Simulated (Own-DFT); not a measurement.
# Computed records: GaN (wurtzite, strained, atoms displaced)

Computed with Own-DFT development build. A calculation, not a measurement: plane-wave PBE density functional theory by an unreviewed code, no spin, of a simulated periodic cell, stress positive in tension, free energy of the whole cell less one offset for each atom, forces on such cells passed a denser k mesh, this cell's mesh not checked; offsets are fitted by least squares, one for each functional and potential file, so energies compare only between cells with the same atoms and settings and are not formation energies; the far tail of each file's local potential was reset to the Coulomb form; each entry is a single point on an unrelaxed cell, so the pressure reflects the starting lattice, mostly measured values (interpolated for alloys), from which strain is counted, and rises with the displacements; printed positions are rounded, which can move forces by about a meV/angstrom; the program, named Own-DFT, is a retired in-house code; no spin-orbit coupling.

Settings shared by all entries: functional PBE; potential files PseudoDojo norm-conserving, scalar-relativistic, standard set with the stringent files for Ga; wave cutoff 96 hartree; occupations Gaussian; smearing width 0.01 eV; k mesh 3 x 4 x 3 centred on Gamma.

(1) 
```cif
# cell vector a (Å): 12.7560 0.0000 0.0000
# cell vector b (Å): -4.7835 8.2853 0.0000
# cell vector c (Å): 0.0000 0.0000 10.4478
data_GaN
_symmetry_space_group_name_H-M 'P 1'
_symmetry_Int_Tables_number 1
_cell_length_a 12.7560
_cell_length_b 9.5670
_cell_length_c 10.4478
_cell_angle_alpha 90.000
_cell_angle_beta 90.000
_cell_angle_gamma 120.000
_cell_volume 1104.20
loop_
_atom_site_label
_atom_site_type_symbol
_atom_site_fract_x
_atom_site_fract_y
_atom_site_fract_z
_atom_site_occupancy
Ga1 Ga 0.08633 0.22327 0.99529 1
Ga2 Ga 0.17098 0.11053 0.24918 1
N1 N 0.07512 0.21620 0.18780 1
N2 N 0.16872 0.11584 0.43801 1
Ga3 Ga 0.07718 0.21507 0.49959 1
Ga4 Ga 0.16492 0.10765 0.74970 1
N3 N 0.07675 0.22175 0.69302 1
N4 N 0.16533 0.11088 0.94067 1
Ga5 Ga 0.08127 0.55473 0.99638 1
Ga6 Ga 0.16417 0.44529 0.25596 1
N5 N 0.08695 0.54793 0.19093 1
N6 N 0.17137 0.43724 0.43744 1
Ga7 Ga 0.08166 0.55282 0.49856 1
Ga8 Ga 0.17054 0.44963 0.74888 1
N7 N 0.08050 0.55893 0.68482 1
N8 N 0.15766 0.42896 0.93445 1
Ga9 Ga 0.08687 0.88534 0.00483 1
Ga10 Ga 0.16784 0.77934 0.25090 1
N9 N 0.07802 0.87839 0.18457 1
N10 N 0.16390 0.76916 0.44277 1
Ga11 Ga 0.08441 0.89044 0.50298 1
Ga12 Ga 0.16431 0.77523 0.74442 1
N11 N 0.08903 0.89653 0.68430 1
N12 N 0.16429 0.77525 0.93892 1
Ga13 Ga 0.33364 0.22785 0.00613 1
Ga14 Ga 0.41363 0.10528 0.24996 1
N13 N 0.33178 0.22692 0.19195 1
N14 N 0.42594 0.12030 0.44300 1
Ga15 Ga 0.32814 0.21821 0.50074 1
Ga16 Ga 0.41720 0.10497 0.74015 1
N15 N 0.33167 0.21693 0.68970 1
N16 N 0.42499 0.12172 0.93751 1
Ga17 Ga 0.33068 0.55455 0.99774 1
Ga18 Ga 0.41743 0.44676 0.25764 1
N17 N 0.33204 0.55317 0.18435 1
N18 N 0.42097 0.43912 0.42902 1
Ga19 Ga 0.33353 0.55996 0.49456 1
Ga20 Ga 0.41288 0.43703 0.74926 1
N19 N 0.33181 0.54699 0.68989 1
N20 N 0.41688 0.43800 0.93823 1
Ga21 Ga 0.32285 0.88305 0.00036 1
Ga22 Ga 0.41408 0.78462 0.24822 1
N21 N 0.33930 0.89969 0.19616 1
N22 N 0.40979 0.76744 0.43535 1
Ga23 Ga 0.32937 0.88775 0.49771 1
Ga24 Ga 0.41906 0.78354 0.75599 1
N23 N 0.33781 0.88661 0.68576 1
N24 N 0.41722 0.76886 0.94427 1
Ga25 Ga 0.58767 0.23375 0.00391 1
Ga26 Ga 0.65926 0.10271 0.25370 1
N25 N 0.58685 0.21678 0.18733 1
N26 N 0.66798 0.11197 0.43508 1
Ga27 Ga 0.58112 0.22063 0.50529 1
Ga28 Ga 0.66389 0.11257 0.74800 1
N27 N 0.57294 0.22577 0.69502 1
N28 N 0.66051 0.10691 0.94542 1
Ga29 Ga 0.58302 0.54710 0.00536 1
Ga30 Ga 0.66411 0.43489 0.25697 1
N29 N 0.58643 0.55678 0.19014 1
N30 N 0.65953 0.43668 0.43679 1
Ga31 Ga 0.58670 0.55710 0.50690 1
Ga32 Ga 0.66371 0.44071 0.74893 1
N31 N 0.58841 0.56711 0.69454 1
N32 N 0.66731 0.44113 0.94101 1
Ga33 Ga 0.57669 0.88008 0.00556 1
Ga34 Ga 0.66972 0.77826 0.25804 1
N33 N 0.58291 0.88119 0.18975 1
N34 N 0.66457 0.78004 0.43513 1
Ga35 Ga 0.58915 0.89918 0.50134 1
Ga36 Ga 0.66818 0.77551 0.74733 1
N35 N 0.58055 0.88601 0.69530 1
N36 N 0.67254 0.77691 0.93329 1
Ga37 Ga 0.83857 0.23764 0.99441 1
Ga38 Ga 0.91771 0.10800 0.24953 1
N37 N 0.83048 0.22451 0.19515 1
N38 N 0.91964 0.10851 0.44501 1
Ga39 Ga 0.83350 0.21461 0.50647 1
Ga40 Ga 0.91286 0.11042 0.74635 1
N39 N 0.83032 0.22565 0.69208 1
N40 N 0.92375 0.11172 0.94365 1
Ga41 Ga 0.83267 0.55466 0.00004 1
Ga42 Ga 0.90760 0.42613 0.24547 1
N41 N 0.82126 0.55454 0.19493 1
N42 N 0.91656 0.44622 0.43759 1
Ga43 Ga 0.83134 0.55708 0.50528 1
Ga44 Ga 0.91365 0.43975 0.75067 1
N43 N 0.83092 0.55632 0.69266 1
N44 N 0.92575 0.45074 0.94912 1
Ga45 Ga 0.83921 0.88721 0.00550 1
Ga46 Ga 0.92561 0.78509 0.24887 1
N45 N 0.83988 0.89821 0.19579 1
N46 N 0.91164 0.77225 0.43337 1
Ga47 Ga 0.83307 0.88102 0.49182 1
Ga48 Ga 0.92596 0.78408 0.74674 1
N47 N 0.83194 0.88833 0.68803 1
N48 N 0.91593 0.77721 0.93732 1
_calc_free_energy_of_cell_above_offsets '-4.612'  # eV
_calc_pressure 5.64  # GPa
_calc_stress_xx -5.55  # GPa
_calc_stress_yy -8  # GPa
_calc_stress_zz -3.35  # GPa
_calc_stress_yz -0.02  # GPa
_calc_stress_xz -0.16  # GPa
_calc_stress_xy -1.53  # GPa
```

Force:
```csv
element,x (eV/Å),y (eV/Å),z (eV/Å)
Ga,-0.402,-1.188,1.511
Ga,-1.844,0.153,-0.099
N,2.098,0.851,0.037
N,-0.275,-1.509,-0.236
Ga,1.3,1.206,0.998
Ga,-0.42,1.512,0.862
N,1.157,0.185,-0.985
N,1.129,-0.801,-0.284
Ga,2.663,0.12,1.622
Ga,1.686,-1.235,-0.962
N,-2.141,1.553,-0.811
N,-1.566,0.164,0.79
Ga,0.282,-1.103,-0.234
Ga,-0.741,-0.96,-0.05
N,0.381,-0.672,0.588
N,0.355,3.231,-0.258
Ga,-1.586,0.708,-1.316
Ga,0.097,-1.286,0.29
N,2.021,1.516,0.725
N,-0.546,1.484,-0.822
Ga,-0.33,-0.249,-1.345
Ga,0.715,0.575,0.476
N,0.05,-1.029,0.401
N,0.078,-0.318,-0.979
Ga,0.542,-1.064,-0.814
Ga,0.399,3.257,0.716
N,1.102,-0.64,-0.158
N,-2.022,-2.063,-0.849
Ga,1.143,1.084,0.073
Ga,-2.132,-0.224,2.447
N,-0.249,-0.064,-0.649
N,-1.303,-1.701,0.078
Ga,0.289,-1.635,0.462
Ga,0.103,0.727,-2.638
N,-0.347,0.413,0.639
N,-0.687,0.541,3.65
Ga,1.233,-1.73,1.089
Ga,0.636,0.504,0.575
N,-0.026,1.442,-0.655
N,-0.482,1.04,-0.175
Ga,2.303,1.897,0.039
Ga,1.705,-1.844,0.197
N,-1.554,-2.21,-1.73
N,0.345,2.588,0.033
Ga,1.185,0.176,-0.027
Ga,0.344,-1.577,-0.062
N,-1.244,-0.49,0.067
N,-1.954,1.033,-0.849
Ga,0.28,-2.208,-0.043
Ga,1.22,0.152,-1.176
N,-1.659,0.235,0.699
N,-0.172,0.355,1.535
Ga,1.096,0.674,0.049
Ga,-0.493,-0.431,1.683
N,3.187,0.182,-1.683
N,0.958,0.731,-1.067
Ga,-0.414,1.429,-0.484
Ga,-1.044,0.258,-0.837
N,-0.243,-0.483,0.371
N,0.877,0.827,1.759
Ga,-0.808,-0.256,-0.758
Ga,-0.382,1.233,1.164
N,-0.329,-2.841,-1.274
N,0.312,1.08,-1.079
Ga,2.053,0.836,-0.517
Ga,0.042,-0.458,-2.024
N,-0.488,0.383,0.517
N,0.369,-0.23,1.806
Ga,-0.87,-1.704,0.325
Ga,-0.094,1.617,1.502
N,0.44,0.907,-1.332
N,-0.7,-0.228,1.361
Ga,0.195,-3.666,1.391
Ga,-1.17,1.451,0.573
N,0.332,-3.243,-1.575
N,-1.46,-0.63,-1.011
Ga,-0.299,1.202,-1.212
Ga,0.336,-0.572,1.547
N,-0.035,-0.723,-0.226
N,-1.982,-0.204,-1.044
Ga,-0.371,0.497,0.928
Ga,-0.214,4.114,1.466
N,2.621,0.637,-1.183
N,-0.115,-0.805,0.436
Ga,0.315,-0.972,-0.98
Ga,0.086,1.359,0.353
N,0.581,-0.027,-0.163
N,-2.616,0.017,-2.321
Ga,-1.509,0.619,-0.374
Ga,-2.281,-2.036,0.326
N,-0.228,-2.086,-0.68
N,1.452,0.423,0.803
Ga,-0.829,0.755,1.317
Ga,-1.758,-0.373,0.825
N,0.839,0.044,-0.964
N,1.482,-0.208,-0.107
```

(2) 
```cif
# cell vector a (Å): 12.7560 0.0000 0.0000
# cell vector b (Å): -4.7835 8.2853 0.0000
# cell vector c (Å): 0.0000 0.0000 10.4478
data_GaN
_symmetry_space_group_name_H-M 'P 1'
_symmetry_Int_Tables_number 1
_cell_length_a 12.7560
_cell_length_b 9.5670
_cell_length_c 10.4478
_cell_angle_alpha 90.000
_cell_angle_beta 90.000
_cell_angle_gamma 120.000
_cell_volume 1104.20
loop_
_atom_site_label
_atom_site_type_symbol
_atom_site_fract_x
_atom_site_fract_y
_atom_site_fract_z
_atom_site_occupancy
Ga1 Ga 0.08131 0.22276 0.00036 1
Ga2 Ga 0.16407 0.10336 0.25501 1
N1 N 0.08669 0.22926 0.19538 1
N2 N 0.16520 0.11721 0.43807 1
Ga3 Ga 0.08453 0.22239 0.50329 1
Ga4 Ga 0.16560 0.11251 0.75120 1
N3 N 0.08061 0.21557 0.68558 1
N4 N 0.16219 0.10291 0.93445 1
Ga5 Ga 0.08130 0.56574 0.00088 1
Ga6 Ga 0.16375 0.43982 0.24995 1
N5 N 0.08330 0.56081 0.18880 1
N6 N 0.16514 0.43779 0.43930 1
Ga7 Ga 0.08585 0.55187 0.49918 1
Ga8 Ga 0.16809 0.44496 0.75056 1
N7 N 0.08984 0.56213 0.68267 1
N8 N 0.16532 0.43750 0.94576 1
Ga9 Ga 0.07611 0.88529 0.99999 1
Ga10 Ga 0.16396 0.76974 0.25564 1
N9 N 0.08310 0.89066 0.18488 1
N10 N 0.17184 0.77925 0.43449 1
Ga11 Ga 0.08803 0.88936 0.50652 1
Ga12 Ga 0.16746 0.78590 0.75069 1
N11 N 0.08368 0.88936 0.69076 1
N12 N 0.16641 0.77763 0.93411 1
Ga13 Ga 0.33379 0.22389 0.99899 1
Ga14 Ga 0.41944 0.11437 0.25129 1
N13 N 0.33228 0.21637 0.18409 1
N14 N 0.41575 0.11896 0.43485 1
Ga15 Ga 0.33118 0.22818 0.49753 1
Ga16 Ga 0.41842 0.10526 0.74956 1
N15 N 0.33078 0.22033 0.68968 1
N16 N 0.42152 0.11809 0.93619 1
Ga17 Ga 0.32858 0.54475 0.98751 1
Ga18 Ga 0.41609 0.44791 0.25240 1
N17 N 0.34371 0.56610 0.18608 1
N18 N 0.41036 0.45111 0.44593 1
Ga19 Ga 0.32841 0.55338 0.50593 1
Ga20 Ga 0.41170 0.44829 0.76957 1
N19 N 0.33272 0.55542 0.69149 1
N20 N 0.41554 0.44857 0.93168 1
Ga21 Ga 0.33353 0.90361 0.00242 1
Ga22 Ga 0.41348 0.77738 0.25426 1
N21 N 0.33741 0.89983 0.18733 1
N22 N 0.42029 0.78574 0.44002 1
Ga23 Ga 0.33604 0.88558 0.50143 1
Ga24 Ga 0.42106 0.78125 0.75612 1
N23 N 0.32715 0.88872 0.69412 1
N24 N 0.41490 0.77135 0.93077 1
Ga25 Ga 0.59125 0.22489 0.00403 1
Ga26 Ga 0.66045 0.10671 0.25885 1
N25 N 0.58529 0.22979 0.18974 1
N26 N 0.67252 0.10962 0.44169 1
Ga27 Ga 0.58355 0.21536 0.49746 1
Ga28 Ga 0.66837 0.11022 0.75173 1
N27 N 0.58386 0.22575 0.68804 1
N28 N 0.67109 0.10322 0.93330 1
Ga29 Ga 0.58778 0.56553 0.00927 1
Ga30 Ga 0.66650 0.44213 0.25389 1
N29 N 0.57974 0.55748 0.18889 1
N30 N 0.66051 0.44044 0.44350 1
Ga31 Ga 0.58091 0.55596 0.49859 1
Ga32 Ga 0.67375 0.44766 0.74887 1
N31 N 0.58638 0.55637 0.67816 1
N32 N 0.66500 0.44347 0.94666 1
Ga33 Ga 0.58389 0.87697 0.99207 1
Ga34 Ga 0.67134 0.78836 0.24589 1
N33 N 0.58328 0.89787 0.18138 1
N34 N 0.66726 0.78237 0.43982 1
Ga35 Ga 0.58592 0.88376 0.49518 1
Ga36 Ga 0.67509 0.78863 0.74413 1
N35 N 0.58314 0.88833 0.69668 1
N36 N 0.66357 0.77701 0.93434 1
Ga37 Ga 0.83270 0.23006 0.01025 1
Ga38 Ga 0.92158 0.11465 0.24986 1
N37 N 0.83048 0.21257 0.18488 1
N38 N 0.91363 0.10676 0.44950 1
Ga39 Ga 0.82563 0.21703 0.49807 1
Ga40 Ga 0.91968 0.11537 0.75391 1
N39 N 0.83272 0.21671 0.68035 1
N40 N 0.91390 0.10659 0.94180 1
Ga41 Ga 0.83108 0.55528 0.00502 1
Ga42 Ga 0.91563 0.44719 0.24998 1
N41 N 0.83625 0.55687 0.18641 1
N42 N 0.91702 0.43703 0.43915 1
Ga43 Ga 0.83035 0.55149 0.49594 1
Ga44 Ga 0.91024 0.43913 0.74998 1
N43 N 0.83011 0.55119 0.68755 1
N44 N 0.91654 0.43809 0.93567 1
Ga45 Ga 0.83387 0.89129 0.99801 1
Ga46 Ga 0.91464 0.77010 0.25196 1
N45 N 0.83652 0.89180 0.17563 1
N46 N 0.91937 0.77199 0.42891 1
Ga47 Ga 0.82811 0.88472 0.49267 1
Ga48 Ga 0.91691 0.77580 0.74481 1
N47 N 0.82895 0.89630 0.68524 1
N48 N 0.91802 0.78447 0.93592 1
_calc_free_energy_of_cell_above_offsets '-5.276'  # eV
_calc_pressure 5.52  # GPa
_calc_stress_xx -5.11  # GPa
_calc_stress_yy -5.55  # GPa
_calc_stress_zz -5.89  # GPa
_calc_stress_yz -0.14  # GPa
_calc_stress_xz 0.15  # GPa
_calc_stress_xy -0.54  # GPa
```

Force:
```csv
element,x (eV/Å),y (eV/Å),z (eV/Å)
Ga,0.322,-1.156,0.512
Ga,0.134,0.855,-0.846
N,0.358,-1.551,-1.204
N,0.792,-1.345,0.258
Ga,-1.038,-0.56,-0.171
Ga,0.523,0.057,-0.202
N,0.061,1.1,0.855
N,0.097,1.096,0.898
Ga,1.109,-1.045,-0.182
Ga,0.832,1.874,0.071
N,0.206,-1.158,-0.234
N,-0.173,0.867,-0.421
Ga,-0.56,0.205,0.07
Ga,-0.726,-0.257,0.196
N,-0.888,-0.629,1.09
N,-1.463,0.788,-1.266
Ga,1.2,0.536,0.042
Ga,0.024,2.079,-1.293
N,0.081,-0.952,0.665
N,-0.458,-0.312,1.278
Ga,-0.352,0.152,-1.084
Ga,0.172,-1.443,0.094
N,-0.678,-0.014,-0.644
N,-0.335,0.664,0.806
Ga,-0.201,-0.399,-0.269
Ga,-0.533,0.196,-0.225
N,-0.56,1.038,0.716
N,0.665,-0.779,0.737
Ga,0.511,-0.131,1.22
Ga,-0.873,1.457,-0.106
N,0.276,0.425,0.033
N,0.188,0.171,0.353
Ga,-0.376,2.165,2.218
Ga,-0.33,-0.691,0.186
N,-1.503,-1.282,-0.369
N,1.477,-0.317,-1.563
Ga,-0.112,0.8,0.109
Ga,1.676,-0.593,-7.155
N,-0.094,0.382,0.04
N,1.556,-0.732,5.327
Ga,0.958,-1.446,-0.411
Ga,0.376,0.738,-1.188
N,-0.203,-1.442,0.353
N,0.362,-1.042,0.016
Ga,-1.022,1.331,0.59
Ga,-1.018,-0.34,-1.59
N,1.839,-0.074,-1.348
N,-0.575,0.536,2.296
Ga,-0.352,-1.017,-0.708
Ga,0.663,0.574,-1.588
N,0.668,-0.864,0.236
N,-2.544,-1.087,-0.855
Ga,-0.976,0.378,0.945
Ga,-0.229,0.393,-0.598
N,0.753,-0.642,-0.196
N,-0.928,0.908,1.193
Ga,-0.169,-1,-1.508
Ga,-0.521,0.945,-0.025
N,1.082,0.368,1.094
N,0.888,0.184,-1.195
Ga,-0.465,-0.244,0.198
Ga,-2.592,-0.541,0.558
N,-0.35,0.3,2.335
N,0.154,0.655,-0.988
Ga,-2.258,1.521,0.91
Ga,-0.475,-0.254,-0.099
N,0.249,-1.007,0.804
N,0.481,-1.378,-1.689
Ga,-1.301,0.72,1.917
Ga,-1.41,-2.403,0.655
N,-0.06,0.293,-1.898
N,2.127,-0.745,-0.266
Ga,0.636,-1.695,-1.997
Ga,-0.457,-0.603,0.701
N,-0.531,1.199,2.256
N,0.322,0.494,-2.026
Ga,2.765,0.981,0.742
Ga,-0.505,-0.287,-0.281
N,-0.36,0.776,1.359
N,-0.144,1.399,-0.455
Ga,0.331,0.44,-1.387
Ga,0.749,-1.158,0.359
N,-0.735,-0.657,0.557
N,-0.676,0.767,-0.498
Ga,0.418,-0.082,0.348
Ga,1.424,0.02,-0.72
N,1.198,1.042,-0.678
N,-0.716,1.245,0.381
Ga,-0.371,-0.43,-0.979
Ga,0.004,1.552,-1.564
N,0.116,-0.398,2.635
N,-0.552,0.394,2.208
Ga,1.551,0.457,1.14
Ga,-0.961,0.451,0.45
N,2.792,-0.088,-0.536
N,-0.455,-1.702,-0.503
```

(3) 
```cif
# cell vector a (Å): 12.7560 0.0000 0.0000
# cell vector b (Å): -4.7835 8.2853 0.0000
# cell vector c (Å): 0.0000 0.0000 10.4478
data_GaN
_symmetry_space_group_name_H-M 'P 1'
_symmetry_Int_Tables_number 1
_cell_length_a 12.7560
_cell_length_b 9.5670
_cell_length_c 10.4478
_cell_angle_alpha 90.000
_cell_angle_beta 90.000
_cell_angle_gamma 120.000
_cell_volume 1104.20
loop_
_atom_site_label
_atom_site_type_symbol
_atom_site_fract_x
_atom_site_fract_y
_atom_site_fract_z
_atom_site_occupancy
Ga1 Ga 0.08174 0.22225 0.00005 1
Ga2 Ga 0.16215 0.10928 0.24852 1
N1 N 0.08154 0.22046 0.17898 1
N2 N 0.16228 0.11094 0.44900 1
Ga3 Ga 0.08534 0.22727 0.50606 1
Ga4 Ga 0.16659 0.10795 0.74554 1
N3 N 0.08576 0.22938 0.68688 1
N4 N 0.16038 0.10746 0.93394 1
Ga5 Ga 0.08249 0.54295 0.99642 1
Ga6 Ga 0.16609 0.44523 0.24975 1
N5 N 0.08368 0.56525 0.18560 1
N6 N 0.16221 0.43607 0.43367 1
Ga7 Ga 0.08572 0.56014 0.50318 1
Ga8 Ga 0.16236 0.44259 0.75123 1
N7 N 0.08368 0.56051 0.69004 1
N8 N 0.16824 0.44624 0.94342 1
Ga9 Ga 0.08898 0.89560 0.99149 1
Ga10 Ga 0.16936 0.78016 0.24403 1
N9 N 0.08733 0.89706 0.18827 1
N10 N 0.17184 0.78130 0.43066 1
Ga11 Ga 0.08521 0.88984 0.49762 1
Ga12 Ga 0.16306 0.76749 0.75116 1
N11 N 0.08941 0.89009 0.69045 1
N12 N 0.16920 0.78345 0.93211 1
Ga13 Ga 0.33362 0.22995 0.99991 1
Ga14 Ga 0.41194 0.10636 0.25041 1
N13 N 0.32989 0.21748 0.19092 1
N14 N 0.42254 0.11552 0.44156 1
Ga15 Ga 0.33868 0.22990 0.49137 1
Ga16 Ga 0.41768 0.11263 0.74578 1
N15 N 0.32925 0.21013 0.68663 1
N16 N 0.41329 0.10303 0.94570 1
Ga17 Ga 0.33387 0.55183 0.99944 1
Ga18 Ga 0.41343 0.43800 0.25483 1
N17 N 0.32827 0.54698 0.18489 1
N18 N 0.42335 0.43425 0.43510 1
Ga19 Ga 0.33722 0.55653 0.50693 1
Ga20 Ga 0.41335 0.44515 0.74801 1
N19 N 0.32886 0.54944 0.69014 1
N20 N 0.41893 0.44905 0.93866 1
Ga21 Ga 0.33098 0.89105 0.99989 1
Ga22 Ga 0.41182 0.76788 0.25479 1
N21 N 0.33104 0.89215 0.18634 1
N22 N 0.42348 0.78393 0.44118 1
Ga23 Ga 0.33070 0.89000 0.50143 1
Ga24 Ga 0.42388 0.78353 0.74994 1
N23 N 0.34093 0.88372 0.68441 1
N24 N 0.41300 0.77315 0.92928 1
Ga25 Ga 0.58220 0.23023 0.99997 1
Ga26 Ga 0.67653 0.11715 0.24939 1
N25 N 0.57737 0.22523 0.18937 1
N26 N 0.66884 0.11432 0.44215 1
Ga27 Ga 0.58386 0.22296 0.49872 1
Ga28 Ga 0.66282 0.11543 0.74397 1
N27 N 0.58529 0.22416 0.68561 1
N28 N 0.66759 0.10392 0.93578 1
Ga29 Ga 0.58586 0.56172 0.00567 1
Ga30 Ga 0.66886 0.44097 0.25164 1
N29 N 0.58753 0.55486 0.18570 1
N30 N 0.66203 0.42948 0.43630 1
Ga31 Ga 0.57335 0.54715 0.49635 1
Ga32 Ga 0.66456 0.43881 0.75290 1
N31 N 0.58683 0.55623 0.68872 1
N32 N 0.66783 0.45312 0.93552 1
Ga33 Ga 0.58893 0.88984 0.99293 1
Ga34 Ga 0.66528 0.77011 0.24751 1
N33 N 0.58154 0.88377 0.18769 1
N34 N 0.66094 0.77400 0.44091 1
Ga35 Ga 0.58356 0.90341 0.50374 1
Ga36 Ga 0.67305 0.78444 0.74843 1
N35 N 0.58678 0.90008 0.69925 1
N36 N 0.67624 0.78852 0.93940 1
Ga37 Ga 0.83149 0.21520 0.00262 1
Ga38 Ga 0.91781 0.11602 0.25003 1
N37 N 0.82782 0.20705 0.18445 1
N38 N 0.92337 0.11429 0.43962 1
Ga39 Ga 0.83361 0.21549 0.49566 1
Ga40 Ga 0.92073 0.10135 0.76266 1
N39 N 0.82851 0.21420 0.69066 1
N40 N 0.92386 0.11937 0.93630 1
Ga41 Ga 0.83343 0.55597 0.99316 1
Ga42 Ga 0.92063 0.44729 0.24938 1
N41 N 0.84294 0.56778 0.18854 1
N42 N 0.92496 0.45882 0.44744 1
Ga43 Ga 0.83350 0.55323 0.49684 1
Ga44 Ga 0.91183 0.43974 0.75850 1
N43 N 0.84173 0.55244 0.69034 1
N44 N 0.91061 0.44549 0.93329 1
Ga45 Ga 0.83403 0.89024 0.99650 1
Ga46 Ga 0.92193 0.77863 0.25015 1
N45 N 0.82305 0.88669 0.18755 1
N46 N 0.91321 0.78047 0.42887 1
Ga47 Ga 0.83096 0.88726 0.49481 1
Ga48 Ga 0.91333 0.78129 0.76064 1
N47 N 0.83395 0.89763 0.68983 1
N48 N 0.91314 0.78306 0.93769 1
_calc_free_energy_of_cell_above_offsets '-4.848'  # eV
_calc_pressure 5.73  # GPa
_calc_stress_xx -6.02  # GPa
_calc_stress_yy -6.78  # GPa
_calc_stress_zz -4.39  # GPa
_calc_stress_yz -0.16  # GPa
_calc_stress_xz -0.07  # GPa
_calc_stress_xy -0.44  # GPa
```

Force:
```csv
element,x (eV/Å),y (eV/Å),z (eV/Å)
Ga,0.993,0.148,-0.498
Ga,0.044,0.668,0.922
N,-0.289,0.449,1.696
N,1.09,0.585,-1.696
Ga,-0.089,-0.592,-0.365
Ga,-0.286,0.418,0.146
N,0.027,-1.08,1.053
N,0.729,1.644,-0.04
Ga,-1.784,2.027,0.478
Ga,-0.486,-0.383,-0.388
N,0.824,-1.627,-0.428
N,0.631,1.773,0.64
Ga,0.728,0.2,-0.13
Ga,0.089,0.551,0.302
N,0.297,-1.837,-0.21
N,0.5,-0.886,-1.227
Ga,-0.565,-1.136,1.145
Ga,-0.732,0.53,0.416
N,-0.033,-0.994,-0.909
N,-0.671,-0.344,0.645
Ga,-0.39,-0.578,0.542
Ga,0.691,2.136,-0.307
N,-1.23,-0.849,-0.565
N,-0.191,-1.312,1.063
Ga,0.214,-1.235,-0.007
Ga,0.563,0.447,0.382
N,-0.345,0.545,-0.264
N,-1.001,-0.989,-0.776
Ga,-0.575,-3.213,1.768
Ga,0.227,-1.055,0.749
N,0.144,1.931,-0.424
N,-0.308,2.304,-1.516
Ga,-0.308,1.247,-0.169
Ga,0.442,0.448,-1.679
N,0.575,0.465,0.821
N,-3.156,1.497,-0.449
Ga,-0.637,-0.034,-1.053
Ga,1.214,-0.704,0.288
N,0.255,0.692,-0.228
N,0.393,-0.303,-0.306
Ga,1.046,-1.283,-0.064
Ga,0.466,1.216,-0.908
N,1.164,-0.916,0.137
N,-1.108,-1.24,-0.112
Ga,0.823,0.288,-0.116
Ga,-0.529,-1.048,-0.122
N,-1.776,0.634,0.335
N,0.394,0.193,1.906
Ga,0.745,-1.094,0.218
Ga,-3.156,-2.064,0.368
N,1.583,-0.465,-0.342
N,0.173,0.543,-1.223
Ga,0.313,-0.608,0.499
Ga,1.533,0.483,1.509
N,-1.103,0.147,0.093
N,-0.985,1.891,0.103
Ga,-0.012,0.274,-1.12
Ga,0.055,0.67,-0.331
N,-0.812,-0.935,0.972
N,0.061,2.657,0.034
Ga,3.367,1.955,1.383
Ga,0.501,1.165,-1.002
N,-0.843,0,-0.271
N,-0.009,-0.749,0.588
Ga,-1.633,-0.609,1.184
Ga,-1.164,0.703,0.902
N,-0.448,0.291,-0.059
N,0.029,0.23,-0.064
Ga,1.38,-1.634,0.478
Ga,-1.044,-0.643,0.223
N,0.828,-1.661,-1.892
N,-0.899,-1.705,-0.982
Ga,-0.579,0.431,-1.383
Ga,0.97,-1.547,0.231
N,0.95,2.91,0.225
N,-0.865,-0.389,-0.714
Ga,0.284,1.378,1.747
Ga,-1.297,2.129,-2.648
N,1.088,0.642,-0.323
N,-0.892,-0.758,1.574
Ga,-0.376,0.796,1.319
Ga,-0.451,0.072,0.508
N,-0.506,-2.258,-0.81
N,-0.071,-2.196,-1.987
Ga,-0.912,0.609,0.897
Ga,1.094,-0.975,-2.475
N,-2.543,1.159,-0.405
N,1.616,-0.754,2.274
Ga,0.135,1.011,1.868
Ga,-1.123,1.25,-0.994
N,2.436,0.943,-0.306
N,0.868,-0.416,1.86
Ga,-0.192,0.104,0.437
Ga,1.067,-0.654,-2.652
N,1.268,-1.289,-0.932
N,1.501,-0.439,0.937
```
